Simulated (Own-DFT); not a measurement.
## Calculated data, GaN (wurtzite, strained, atoms displaced), SiC (2H silicon carbide, atoms displaced)

Computed with Own-DFT development build. A calculation, not a measurement: plane-wave PBE density functional theory by an unreviewed code, no spin, of a simulated periodic cell, stress positive in tension, free energy of the whole cell less one offset for each atom, forces on such cells passed a denser k mesh, this cell's mesh not checked; offsets are fitted by least squares, one for each functional and potential file, so energies compare only between cells with the same atoms and settings and are not formation energies; the far tail of each file's local potential was reset to the Coulomb form; each entry is a single point on an unrelaxed cell, so the pressure reflects the starting lattice, mostly measured values (interpolated for alloys), from which strain is counted, and rises with the displacements; printed positions are rounded, which can move forces by about a meV/angstrom; the program, named Own-DFT, is a retired in-house code; no spin-orbit coupling.

Settings shared by all entries: functional PBE.

(1) 
```cif
# cell vector a (Å): 12.7560 0.0000 0.0000
# cell vector b (Å): -4.7835 8.2853 0.0000
# cell vector c (Å): 0.0000 0.0000 10.4996
data_GaN
_symmetry_space_group_name_H-M 'P 1'
_symmetry_Int_Tables_number 1
_cell_length_a 12.7560
_cell_length_b 9.5670
_cell_length_c 10.4996
_cell_angle_alpha 90.000
_cell_angle_beta 90.000
_cell_angle_gamma 120.000
_cell_volume 1109.67
loop_
_atom_site_label
_atom_site_type_symbol
_atom_site_fract_x
_atom_site_fract_y
_atom_site_fract_z
_atom_site_occupancy
Ga1 Ga 0.07689 0.21487 0.99406 1
Ga2 Ga 0.15720 0.11149 0.24399 1
N1 N 0.08190 0.22131 0.17629 1
N2 N 0.17037 0.11376 0.43726 1
Ga3 Ga 0.08101 0.22133 0.50409 1
Ga4 Ga 0.16948 0.10081 0.75193 1
N3 N 0.07946 0.21325 0.69487 1
N4 N 0.17041 0.11847 0.94018 1
Ga5 Ga 0.08490 0.55287 0.00043 1
Ga6 Ga 0.16053 0.43329 0.24083 1
N5 N 0.08402 0.55828 0.18803 1
N6 N 0.16656 0.44248 0.43928 1
Ga7 Ga 0.07730 0.55503 0.50380 1
Ga8 Ga 0.16611 0.44214 0.75239 1
N7 N 0.08051 0.55067 0.68521 1
N8 N 0.16554 0.44298 0.93987 1
Ga9 Ga 0.07947 0.88284 0.00290 1
Ga10 Ga 0.16189 0.77728 0.24451 1
N9 N 0.08126 0.88883 0.19208 1
N10 N 0.16667 0.77436 0.43036 1
Ga11 Ga 0.07569 0.88017 0.50122 1
Ga12 Ga 0.16928 0.77540 0.74511 1
N11 N 0.08731 0.90040 0.68365 1
N12 N 0.16858 0.77918 0.93576 1
Ga13 Ga 0.33368 0.21898 0.01262 1
Ga14 Ga 0.41589 0.11350 0.25121 1
N13 N 0.32903 0.20820 0.18152 1
N14 N 0.41805 0.11862 0.43371 1
Ga15 Ga 0.33514 0.22395 0.50321 1
Ga16 Ga 0.41618 0.10050 0.74795 1
N15 N 0.33756 0.22739 0.68748 1
N16 N 0.41615 0.10632 0.93102 1
Ga17 Ga 0.33311 0.54908 0.00064 1
Ga18 Ga 0.42425 0.44663 0.25048 1
N17 N 0.33397 0.55177 0.19250 1
N18 N 0.41943 0.45243 0.43719 1
Ga19 Ga 0.32644 0.56336 0.50290 1
Ga20 Ga 0.42515 0.44755 0.74638 1
N19 N 0.32839 0.54732 0.69144 1
N20 N 0.41651 0.44421 0.93700 1
Ga21 Ga 0.32943 0.88441 0.99920 1
Ga22 Ga 0.41145 0.77819 0.24689 1
N21 N 0.33206 0.88831 0.18084 1
N22 N 0.41262 0.77786 0.43894 1
Ga23 Ga 0.33369 0.88732 0.48593 1
Ga24 Ga 0.41499 0.77154 0.74834 1
N23 N 0.33361 0.89116 0.67872 1
N24 N 0.41345 0.77654 0.94107 1
Ga25 Ga 0.58598 0.22221 0.00922 1
Ga26 Ga 0.66146 0.11185 0.24855 1
N25 N 0.57597 0.22068 0.19051 1
N26 N 0.66564 0.11355 0.44153 1
Ga27 Ga 0.58573 0.22136 0.50659 1
Ga28 Ga 0.66285 0.10695 0.75265 1
N27 N 0.58566 0.21391 0.68065 1
N28 N 0.66363 0.11822 0.93919 1
Ga29 Ga 0.58964 0.56308 0.99622 1
Ga30 Ga 0.66274 0.43890 0.24601 1
N29 N 0.57614 0.55227 0.18965 1
N30 N 0.65766 0.43593 0.43480 1
Ga31 Ga 0.57982 0.54909 0.50099 1
Ga32 Ga 0.66779 0.44227 0.75361 1
N31 N 0.58865 0.55948 0.69201 1
N32 N 0.66162 0.43703 0.93125 1
Ga33 Ga 0.58070 0.88944 0.00275 1
Ga34 Ga 0.66400 0.76651 0.24695 1
N33 N 0.57969 0.88424 0.19305 1
N34 N 0.67131 0.78563 0.43972 1
Ga35 Ga 0.57966 0.89053 0.49514 1
Ga36 Ga 0.66230 0.77421 0.75721 1
N35 N 0.58293 0.89632 0.68769 1
N36 N 0.66730 0.77331 0.94626 1
Ga37 Ga 0.83839 0.22824 0.99674 1
Ga38 Ga 0.92015 0.11511 0.24399 1
N37 N 0.82723 0.21662 0.19001 1
N38 N 0.91487 0.10641 0.44336 1
Ga39 Ga 0.83335 0.21567 0.49050 1
Ga40 Ga 0.91778 0.10631 0.75119 1
N39 N 0.83671 0.23337 0.69054 1
N40 N 0.91393 0.10125 0.94234 1
Ga41 Ga 0.83337 0.55099 0.00018 1
Ga42 Ga 0.92007 0.45800 0.24089 1
N41 N 0.82753 0.55003 0.19258 1
N42 N 0.92289 0.45672 0.43855 1
Ga43 Ga 0.82929 0.55537 0.50019 1
Ga44 Ga 0.91783 0.43781 0.74253 1
N43 N 0.83859 0.55761 0.68815 1
N44 N 0.91961 0.45308 0.93892 1
Ga45 Ga 0.82720 0.89073 0.00030 1
Ga46 Ga 0.91440 0.77085 0.24784 1
N45 N 0.83187 0.89639 0.18071 1
N46 N 0.91152 0.78577 0.43601 1
Ga47 Ga 0.82763 0.87900 0.49866 1
Ga48 Ga 0.91409 0.77601 0.74383 1
N47 N 0.83476 0.89129 0.68816 1
N48 N 0.92148 0.77763 0.93412 1
_calc_potential_files 'PseudoDojo norm-conserving, scalar-relativistic, standard set with the stringent files for Ga'
_calc_wave_cutoff 96  # hartree
_calc_occupations 'Gaussian'
_calc_smearing_width 0.01  # eV
_calc_k_mesh '3 x 4 x 3 centred on Gamma'
_calc_free_energy_of_cell_above_offsets '-5.951'  # eV
_calc_pressure 4.36  # GPa
_calc_stress_xx -5.83  # GPa
_calc_stress_yy -5.56  # GPa
_calc_stress_zz -1.68  # GPa
_calc_stress_yz -0.86  # GPa
_calc_stress_xz 0.1  # GPa
_calc_stress_xy -0.53  # GPa
```

Force:
```csv
element,x (eV/Å),y (eV/Å),z (eV/Å)
Ga,1.102,0.64,-0.576
Ga,1.96,-0.044,1.461
N,-0.583,-0.17,0.685
N,-0.955,-0.503,-0.402
Ga,0.776,-0.158,0.164
Ga,-0.368,2.7,0.691
N,0.805,0.957,-0.413
N,0.097,-1.333,-0.039
Ga,-0.231,0.838,-0.361
Ga,0.679,1.677,1.607
N,0.198,-0.504,-0.741
N,-1.146,-0.221,-0.644
Ga,1.889,0.347,-0.959
Ga,-0.24,-0.822,-0.038
N,0.774,0.766,0.674
N,-0.053,-0.307,-0.133
Ga,0.579,1.077,-0.595
Ga,1.182,0.457,0.703
N,-0.593,-0.398,-0.854
N,-0.804,0.126,0.647
Ga,0.96,1.423,-0.99
Ga,-0.629,0.306,0.222
N,0.207,-3.059,-0.054
N,-0.628,-0.651,-0.174
Ga,0.323,0.273,-4.083
Ga,-0.645,-1.13,0.159
N,-0.857,1.309,3.031
N,0.642,-0.772,0.493
Ga,-0.514,0.309,-0.549
Ga,-0.334,1.468,-0.009
N,0.373,-0.701,0.149
N,0.093,0.408,1.283
Ga,-0.097,0.456,0.298
Ga,-2.789,-1.62,0.851
N,-0.488,-0.227,-0.655
N,-0.679,-0.465,0.374
Ga,1.336,-1.278,-0.218
Ga,-1.315,-0.891,0.958
N,0.684,0.888,-0.523
N,0.878,-0.009,0.135
Ga,0.353,0.92,-0.537
Ga,0.456,-0.713,0.182
N,-0.44,0.145,1.197
N,1.051,0.065,-0.918
Ga,-1.437,1.275,1.22
Ga,-0.529,0.553,0.332
N,0.325,-1.308,-0.035
N,0.756,-0.446,-0.682
Ga,-1.76,-0.265,-1.494
Ga,0.641,-0.59,0.72
N,1.117,0.185,-0.404
N,0.288,-0.269,-1.159
Ga,-0.846,-0.102,-1.701
Ga,0.892,1.176,-0.01
N,-1.112,1.171,2.064
N,1.8,-1.025,0.114
Ga,-0.978,-2.66,0.657
Ga,-0.643,0.33,1.133
N,2.793,0.323,-1.571
N,1.027,0.921,0.171
Ga,0.032,1.185,0.002
Ga,0.461,-0.52,-1.439
N,0.229,-0.236,-0.682
N,0.609,0.782,2.012
Ga,-0.22,0.127,0.219
Ga,-0.289,1.967,0.963
N,0.064,0.342,-0.48
N,-1.511,-1.679,-0.751
Ga,0.755,-0.187,0.493
Ga,0.401,1.232,-0.888
N,0.642,-1.837,0.004
N,-1.358,1.475,-1.404
Ga,-0.67,-0.553,0.348
Ga,-1.031,-0.546,1.14
N,0.388,1.392,-0.507
N,0.537,0.101,-1.392
Ga,-0.57,1.336,1.133
Ga,-1.005,0.564,-0.056
N,0.187,-3.554,-0.87
N,-1.085,1.397,-1.173
Ga,-0.929,0.904,-0.555
Ga,0.662,-2.133,1.714
N,-0.435,0.626,-1.317
N,-1.629,-1.567,-1.121
Ga,0.007,-0.23,-0.312
Ga,-0.662,2.096,1.431
N,-0.836,-0.478,-0.372
N,0.695,-1.176,-0.428
Ga,2.062,-0.838,-0.001
Ga,-1.094,1.289,0.209
N,0.694,-1.414,1.279
N,1.808,-1.822,-0.52
Ga,-0.534,1.954,1.104
Ga,0.728,0.606,0.92
N,-0.87,-0.965,0.096
N,-1.578,-0.49,0.347
```

(2) 
```cif
# cell vector a (Å): 9.2481 0.0000 0.0000
# cell vector b (Å): -4.6241 8.0091 0.0000
# cell vector c (Å): 0.0000 0.0000 10.0681
data_SiC
_symmetry_space_group_name_H-M 'P 1'
_symmetry_Int_Tables_number 1
_cell_length_a 9.2481
_cell_length_b 9.2481
_cell_length_c 10.0681
_cell_angle_alpha 90.000
_cell_angle_beta 90.000
_cell_angle_gamma 120.000
_cell_volume 745.73
loop_
_atom_site_label
_atom_site_type_symbol
_atom_site_fract_x
_atom_site_fract_y
_atom_site_fract_z
_atom_site_occupancy
Si1 Si 0.01135 0.00634 0.99591 1
Si2 Si 0.11834 0.22342 0.24556 1
C1 C 0.01238 0.01190 0.19217 1
C2 C 0.10219 0.21021 0.44078 1
Si3 Si 0.99755 0.98899 0.50927 1
Si4 Si 0.09936 0.22492 0.74540 1
C3 C 0.99863 0.99750 0.69009 1
C4 C 0.12105 0.22498 0.94482 1
Si5 Si 0.00052 0.32785 0.00348 1
Si6 Si 0.10417 0.55784 0.25269 1
C5 C 0.98520 0.33321 0.19073 1
C6 C 0.11097 0.56448 0.44101 1
Si7 Si 0.99703 0.32337 0.49579 1
Si8 Si 0.11398 0.56311 0.74517 1
C7 C 0.00329 0.34157 0.67932 1
C8 C 0.09765 0.55315 0.93986 1
Si9 Si 0.00710 0.68053 0.00383 1
Si10 Si 0.12812 0.89066 0.24762 1
C9 C 0.00975 0.67607 0.18416 1
C10 C 0.11755 0.89162 0.43738 1
Si11 Si 0.99570 0.67076 0.50123 1
Si12 Si 0.11668 0.89521 0.75379 1
C11 C 0.00029 0.66939 0.69993 1
C12 C 0.11283 0.88780 0.92996 1
Si13 Si 0.34356 0.00611 0.99438 1
Si14 Si 0.43726 0.23087 0.25261 1
C13 C 0.33149 0.98844 0.19135 1
C14 C 0.43976 0.22305 0.44868 1
Si15 Si 0.34380 0.00700 0.50321 1
Si16 Si 0.44555 0.22132 0.74658 1
C15 C 0.34252 0.98592 0.67872 1
C16 C 0.44247 0.21991 0.93663 1
Si17 Si 0.33866 0.33547 0.99998 1
Si18 Si 0.44127 0.54707 0.24538 1
C17 C 0.34215 0.33332 0.18284 1
C18 C 0.44409 0.55617 0.43643 1
Si19 Si 0.33018 0.33768 0.49928 1
Si20 Si 0.45402 0.58129 0.74768 1
C19 C 0.32941 0.34082 0.69013 1
C20 C 0.43561 0.55632 0.93584 1
Si21 Si 0.33201 0.66808 0.99933 1
Si22 Si 0.44737 0.88960 0.25168 1
C21 C 0.34205 0.67107 0.18114 1
C22 C 0.43360 0.89454 0.44242 1
Si23 Si 0.32823 0.66563 0.50845 1
Si24 Si 0.44087 0.89458 0.74486 1
C23 C 0.33052 0.65803 0.69786 1
C24 C 0.44874 0.88376 0.92559 1
Si25 Si 0.67831 0.00519 0.98900 1
Si26 Si 0.77833 0.21815 0.25651 1
C25 C 0.67129 0.00204 0.18975 1
C26 C 0.76738 0.21939 0.44444 1
Si27 Si 0.65637 0.99905 0.49124 1
Si28 Si 0.77620 0.22170 0.75431 1
C27 C 0.66570 0.99173 0.68203 1
C28 C 0.77176 0.21553 0.94652 1
Si29 Si 0.64915 0.32730 0.00631 1
Si30 Si 0.77981 0.55206 0.23489 1
C29 C 0.67309 0.32844 0.17912 1
C30 C 0.78180 0.56606 0.44312 1
Si31 Si 0.65806 0.32328 0.49270 1
Si32 Si 0.77410 0.56317 0.74535 1
C31 C 0.66685 0.32949 0.68729 1
C32 C 0.77565 0.55135 0.94055 1
Si33 Si 0.66667 0.65434 0.00061 1
Si34 Si 0.77383 0.87614 0.25467 1
C33 C 0.66225 0.65721 0.19942 1
C34 C 0.77638 0.88537 0.44631 1
Si35 Si 0.66498 0.65009 0.49664 1
Si36 Si 0.77000 0.88099 0.75379 1
C35 C 0.66517 0.66290 0.69217 1
C36 C 0.79361 0.90301 0.93379 1
_calc_potential_files 'PseudoDojo norm-conserving, scalar-relativistic, standard set'
_calc_wave_cutoff 42  # hartree
_calc_occupations 'Fermi-Dirac'
_calc_smearing_width 0.1  # eV
_calc_hardware 'one NVIDIA H100'
_calc_k_mesh '4 x 4 x 3 centred on Gamma'
_calc_free_energy_of_cell_above_offsets '-3.268'  # eV
_calc_pressure 6.06  # GPa
_calc_stress_xx -7.7  # GPa
_calc_stress_yy -4.35  # GPa
_calc_stress_zz -6.13  # GPa
_calc_stress_yz 0.42  # GPa
_calc_stress_xz -0.77  # GPa
_calc_stress_xy 2.22  # GPa
_calc_wall_time 356.8  # s
```

Force:
```csv
element,x (eV/Å),y (eV/Å),z (eV/Å)
Si,-0.276,-0.494,1.39
Si,-1.995,0.589,1.476
C,0.154,-3.28,-1.542
C,0.964,1.107,-1.068
Si,-0.33,0.704,-1.966
Si,2.37,0.254,0.868
C,-0.058,0.298,0.877
C,-1.509,0.295,-1.466
Si,-1.34,1.063,-0.152
Si,1.963,-0.027,-0.519
C,3.46,0.913,0.251
C,0.171,-1.839,-0.268
Si,-1.001,1.551,0.137
Si,-0.725,-1.839,2.115
C,-1.134,-0.769,1.52
C,1.931,0.125,-0.346
Si,-0.074,-2.546,-1.681
Si,-4.12,0.072,1.68
C,-1.24,-0.651,0.858
C,-0.126,-0.059,0.523
Si,1.406,0.532,1.036
Si,0.158,-0.728,-2.213
C,-0.735,0.809,-2.413
C,0.699,1.717,2.392
Si,-0.096,-2.397,0.958
Si,4.151,-2.865,0.891
C,1.504,3.541,-2.055
C,-0.435,0.713,-2.537
Si,-3.26,-0.825,-0.943
Si,-0.715,0.465,-0.463
C,-5.727,3.712,1.38
C,-0.632,0.298,-0.507
Si,-0.552,0.46,-1.632
Si,-0.903,1.926,1.057
C,-2.519,0.59,0.112
C,-0.724,-0.26,-0.174
Si,-0.678,-0.693,1.531
Si,1.877,-5.364,1.941
C,0.865,-0.452,-0.17
C,2.191,0.181,0.484
Si,-0.928,-0.241,-0.852
Si,0.785,-0.389,-0.12
C,-0.93,-1.068,1.898
C,3.229,-2.113,-1.669
Si,0.453,0.434,-1.017
Si,5.066,-2.695,1.219
C,-2.431,3.385,-2.859
C,-0.641,1.333,2.036
Si,-1.277,-2.443,2.349
Si,-1.042,-0.706,-0.691
C,0.196,-1.282,-0.258
C,1.735,0.082,-1.927
Si,1.811,-1.226,1.905
Si,0.457,-0.284,-0.719
C,-0.848,0.977,0.652
C,0.033,2.599,-1.97
Si,3.466,0.765,-2.741
Si,0.633,0.398,2.316
C,-1.961,0.109,3.784
C,2.222,-3.847,-2.579
Si,0.111,2.978,2.363
Si,2.39,-2.627,1.901
C,-0.652,0.87,-0.205
C,0.197,-0.002,-0.252
Si,-2.063,2.217,0.267
Si,0.442,2.527,0.249
C,0.465,0.364,-2.663
C,-0.521,-0.727,-1.107
Si,-3.414,3.523,1.337
Si,1.019,1.455,-1.5
C,-0.783,1.157,-1.702
C,-0.173,-2.349,1.196
```

(3) 
```cif
# cell vector a (Å): 6.1654 0.0000 0.0000
# cell vector b (Å): -3.0827 5.3394 0.0000
# cell vector c (Å): 0.0000 0.0000 10.0681
data_SiC
_symmetry_space_group_name_H-M 'P 1'
_symmetry_Int_Tables_number 1
_cell_length_a 6.1654
_cell_length_b 6.1654
_cell_length_c 10.0681
_cell_angle_alpha 90.000
_cell_angle_beta 90.000
_cell_angle_gamma 120.000
_cell_volume 331.44
loop_
_atom_site_label
_atom_site_type_symbol
_atom_site_fract_x
_atom_site_fract_y
_atom_site_fract_z
_atom_site_occupancy
Si1 Si 0.98480 0.99092 0.99143 1
Si2 Si 0.14568 0.33908 0.25252 1
C1 C 0.03402 0.00079 0.18768 1
C2 C 0.16712 0.34459 0.43398 1
Si3 Si 0.97969 0.99983 0.49624 1
Si4 Si 0.15123 0.31736 0.73552 1
C3 C 0.97873 0.97698 0.69002 1
C4 C 0.17485 0.32712 0.94329 1
Si5 Si 0.99938 0.50682 0.99532 1
Si6 Si 0.16565 0.81942 0.24100 1
C5 C 0.97341 0.47966 0.18699 1
C6 C 0.16972 0.85957 0.44125 1
Si7 Si 0.95543 0.45275 0.51771 1
Si8 Si 0.16358 0.82300 0.75136 1
C7 C 0.98839 0.46428 0.68409 1
C8 C 0.19983 0.85283 0.93063 1
Si9 Si 0.50672 0.01553 0.99149 1
Si10 Si 0.66415 0.33215 0.23347 1
C9 C 0.50053 0.01800 0.17937 1
C10 C 0.67825 0.34654 0.44617 1
Si11 Si 0.51724 0.02727 0.50671 1
Si12 Si 0.65866 0.34268 0.72859 1
C11 C 0.53225 0.03527 0.67817 1
C12 C 0.69642 0.34363 0.93088 1
Si13 Si 0.49066 0.44812 0.99101 1
Si14 Si 0.69507 0.85427 0.24709 1
C13 C 0.47541 0.51442 0.18560 1
C14 C 0.70873 0.84571 0.43040 1
Si15 Si 0.49586 0.47539 0.50775 1
Si16 Si 0.67141 0.83897 0.74418 1
C15 C 0.50351 0.50062 0.67803 1
C16 C 0.68709 0.83463 0.94160 1
_calc_potential_files 'PseudoDojo norm-conserving, scalar-relativistic, standard set'
_calc_wave_cutoff 42  # hartree
_calc_occupations 'Fermi-Dirac'
_calc_smearing_width 0.1  # eV
_calc_hardware 'one NVIDIA H100'
_calc_k_mesh '5 x 5 x 3 centred on Gamma'
_calc_free_energy_of_cell_above_offsets '5.684'  # eV
_calc_pressure 11.98  # GPa
_calc_stress_xx -16.24  # GPa
_calc_stress_yy -7.51  # GPa
_calc_stress_zz -12.2  # GPa
_calc_stress_yz -2.52  # GPa
_calc_stress_xz -5.12  # GPa
_calc_stress_xy -5.62  # GPa
_calc_wall_time 129.2  # s
```

Force:
```csv
element,x (eV/Å),y (eV/Å),z (eV/Å)
Si,4.705,2.448,2.601
Si,3.398,-1.176,-0.669
C,-4.126,0.897,-1.94
C,-0.606,-0.538,2.231
Si,7.419,3.126,2.032
Si,2.633,-1.085,3.433
C,3.067,1.635,-1.653
C,-2.259,-0.257,-2.961
Si,3.772,0.726,0.797
Si,0.826,0.93,3.239
C,1.768,2.823,-2.008
C,2.109,-1.708,-0.111
Si,5.66,5.947,-5.241
Si,0.565,0.559,-2.322
C,-1.361,3.758,3.539
C,-3.09,-2.387,0.258
Si,3.791,-0.973,1.197
Si,-4.625,0.984,3.321
C,1.451,-2.473,0.03
C,-2.81,-2.277,-3.638
Si,-0.98,-4.039,-4.865
Si,2.2,0.276,4.68
C,-1.273,-5.001,3.208
C,-2.216,-1.597,-2.246
Si,-1.501,5.437,2.495
Si,-0.98,-1.383,-0.99
C,2.875,-0.545,-0.181
C,-8.583,-4.224,-1.148
Si,-2.129,3.104,-5.353
Si,-1.921,-0.727,2.189
C,-2.776,0.908,2.967
C,-5.006,-3.166,-2.891
```

(4) 
```cif
# cell vector a (Å): 6.1654 0.0000 0.0000
# cell vector b (Å): -3.0827 5.3394 0.0000
# cell vector c (Å): 0.0000 0.0000 10.0681
data_SiC
_symmetry_space_group_name_H-M 'P 1'
_symmetry_Int_Tables_number 1
_cell_length_a 6.1654
_cell_length_b 6.1654
_cell_length_c 10.0681
_cell_angle_alpha 90.000
_cell_angle_beta 90.000
_cell_angle_gamma 120.000
_cell_volume 331.44
loop_
_atom_site_label
_atom_site_type_symbol
_atom_site_fract_x
_atom_site_fract_y
_atom_site_fract_z
_atom_site_occupancy
Si1 Si 0.99935 0.98865 0.99864 1
Si2 Si 0.16353 0.33766 0.24841 1
C1 C 0.99964 0.00714 0.18946 1
C2 C 0.16536 0.33105 0.44115 1
Si3 Si 0.00024 0.99805 0.49832 1
Si4 Si 0.17075 0.33092 0.74896 1
C3 C 0.00006 0.00534 0.68658 1
C4 C 0.16083 0.32339 0.93523 1
Si5 Si 0.99969 0.50017 0.00120 1
Si6 Si 0.16438 0.83073 0.25329 1
C5 C 0.00034 0.50273 0.18795 1
C6 C 0.15793 0.83856 0.43912 1
Si7 Si 0.00472 0.50309 0.50028 1
Si8 Si 0.16554 0.83687 0.74571 1
C7 C 0.00541 0.49485 0.68307 1
C8 C 0.16267 0.83045 0.93649 1
Si9 Si 0.50004 0.99386 0.99989 1
Si10 Si 0.65878 0.33742 0.24985 1
C9 C 0.50025 0.99067 0.18565 1
C10 C 0.67610 0.33663 0.43926 1
Si11 Si 0.50619 0.99506 0.50082 1
Si12 Si 0.67119 0.32863 0.74726 1
C11 C 0.49960 0.99537 0.68354 1
C12 C 0.66348 0.33442 0.93570 1
Si13 Si 0.49377 0.49910 0.00255 1
Si14 Si 0.66492 0.83346 0.25355 1
C13 C 0.49796 0.49333 0.18878 1
C14 C 0.66754 0.83558 0.43726 1
Si15 Si 0.48863 0.49275 0.49613 1
Si16 Si 0.66304 0.83405 0.74810 1
C15 C 0.48719 0.48397 0.68630 1
C16 C 0.66540 0.83142 0.94187 1
_calc_potential_files 'PseudoDojo norm-conserving, scalar-relativistic, standard set'
_calc_wave_cutoff 42  # hartree
_calc_occupations 'Fermi-Dirac'
_calc_smearing_width 0.1  # eV
_calc_hardware 'one NVIDIA H100'
_calc_k_mesh '5 x 5 x 3 centred on Gamma'
_calc_free_energy_of_cell_above_offsets '-4.717'  # eV
_calc_pressure 3.78  # GPa
_calc_stress_xx -4.15  # GPa
_calc_stress_yy -1.64  # GPa
_calc_stress_zz -5.54  # GPa
_calc_stress_yz -0.03  # GPa
_calc_stress_xz 0.09  # GPa
_calc_stress_xy 0.92  # GPa
_calc_wall_time 120.8  # s
```

Force:
```csv
element,x (eV/Å),y (eV/Å),z (eV/Å)
Si,-0.898,1.167,0.664
Si,0.311,-0.531,0.607
C,0.509,-1.028,-0.21
C,-0.606,0.104,-1.531
Si,-1.001,0.597,0.697
Si,-0.931,-0.023,0.376
C,-0.086,-1.135,-0.111
C,-0.115,0.604,0.785
Si,-0.08,-0.686,-0.803
Si,-0.192,0.848,-0.826
C,-0.644,-0.08,0.138
C,2.388,-0.744,-0.119
Si,-0.303,-0.047,-0.346
Si,0.194,-0.835,0.352
C,-0.722,0.746,1.138
C,0.998,-0.236,-0.362
Si,-0.642,0.837,-0.213
Si,2.006,-1.416,0.283
C,-1.089,0.896,0.894
C,-1.132,-0.562,-0.403
Si,-1.485,1.004,-0.849
Si,-0.607,0.465,0.02
C,-0.259,0.203,0.933
C,0.392,-0.38,0.532
Si,0.398,-0.587,-0.967
Si,0.535,-0.047,-1.065
C,-1.093,1.123,0.046
C,0.172,-0.995,0.328
Si,1.663,0.525,0.952
Si,0.699,-1.186,0.46
C,1.548,1.737,-0.267
C,0.072,-0.339,-1.133
```
